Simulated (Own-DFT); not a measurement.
# Which defects push the lattice out? monoclinic HfO2

The numbers are computed, not measured, by runs of the plane-wave DFT program Own-DFT (in-house, retired, unreviewed) at fixed positions, with no spin and no spin-orbit coupling.

All runs used: PBE; PseudoDojo norm-conserving scalar-relativistic files; cutoff 72 hartree; 2 x 2 x 2 k mesh centred on Gamma; Fermi-Dirac smearing of 0.1 eV.

Known weak points (not all hold for every row): not probed for a lower state with spin; hafnium file: forces about 75 meV/angstrom off all-electron values; oxygen file: force components 24 meV/angstrom off all-electron in a glass; forces on such cells passed a denser k mesh, each cell not checked; stress not checked against mesh or cutoff.

All runs share one cell, with vectors in Å (10.234, 0.000, 0.000); (0.000, 10.350, 0.000); (-1.696, 0.000, 10.445) and a volume of 1106.4 Å³. The atoms are randomly displaced, by u rms on each axis. The defect's site can differ from row to row.

| cell | formula | u (Å) | P (GPa) |
|---|---|---|---|
| no defect | Hf32O64 | 0.0196 | 3.84 |
| no defect | Hf32O64 | 0.0491 | 6.32 |
| no defect | Hf32O64 | 0.0525 | 6.23 |
| two O vacancies | Hf32O62 | 0.0307 | 3.64 |
| two O vacancies | Hf32O62 | 0.0308 | 4.01 |
| two O vacancies | Hf32O62 | 0.0488 | 4.56 |
| two Al on a Hf site each and one O vacancy | Al2Hf30O63 | 0.0294 | 2.25 |
| two Al on a Hf site each and one O vacancy | Al2Hf30O63 | 0.0301 | 1.73 |
| two Al on a Hf site each and one O vacancy | Al2Hf30O63 | 0.0485 | 2.52 |
| two Al on a Hf site each | Al2Hf30O64 | 0.0289 | 2.62 |
| two Al on a Hf site each | Al2Hf30O64 | 0.0306 | 2.23 |
| two Al on a Hf site each | Al2Hf30O64 | 0.0459 | 4.02 |
| two Al on a Hf site each | Al2Hf30O64 | 0.0483 | ? |
| one Si on a Hf site | Hf31O64Si | 0.0299 | 2.80 |
| one Si on a Hf site | Hf31O64Si | 0.0490 | 4.07 |
| one Si on a Hf site | Hf31O64Si | 0.0503 | 4.53 |

## Worked fit

P = P0 + c u² + a shift for each defect gives P0 = 3.85 GPa, c = 874 ± 134 GPa/Å² and a scatter of 0.40 GPa. The shifts, and each times the cell's volume:

- two O vacancies: -1.02 ± 0.33 GPa, -7.1 eV (-3.5 eV for each of its 2 sites)
- one Si on a Hf site: -1.74 ± 0.32 GPa, -12.0 eV
- two Al on a Hf site each: -2.02 ± 0.33 GPa, -13.9 eV (-7.0 eV for each of its 2 sites)
- two Al on a Hf site each and one O vacancy: -2.88 ± 0.33 GPa, -19.9 eV

Positive is outwards. The product with the volume (160.2 GPa Å³ to the eV) is nearly free of the cell's size; divided by the bulk modulus at the cell's pressure it gives the volume that the defect adds. The atoms around the defects weren't relaxed, which would change these numbers.

## Prediction

Question: what pressure belongs in the blank (two Al on a Hf site each, u = 0.0483 Å)?

From the fit: 3.87 ± 0.48 GPa. The run itself gave 4.04 GPa.
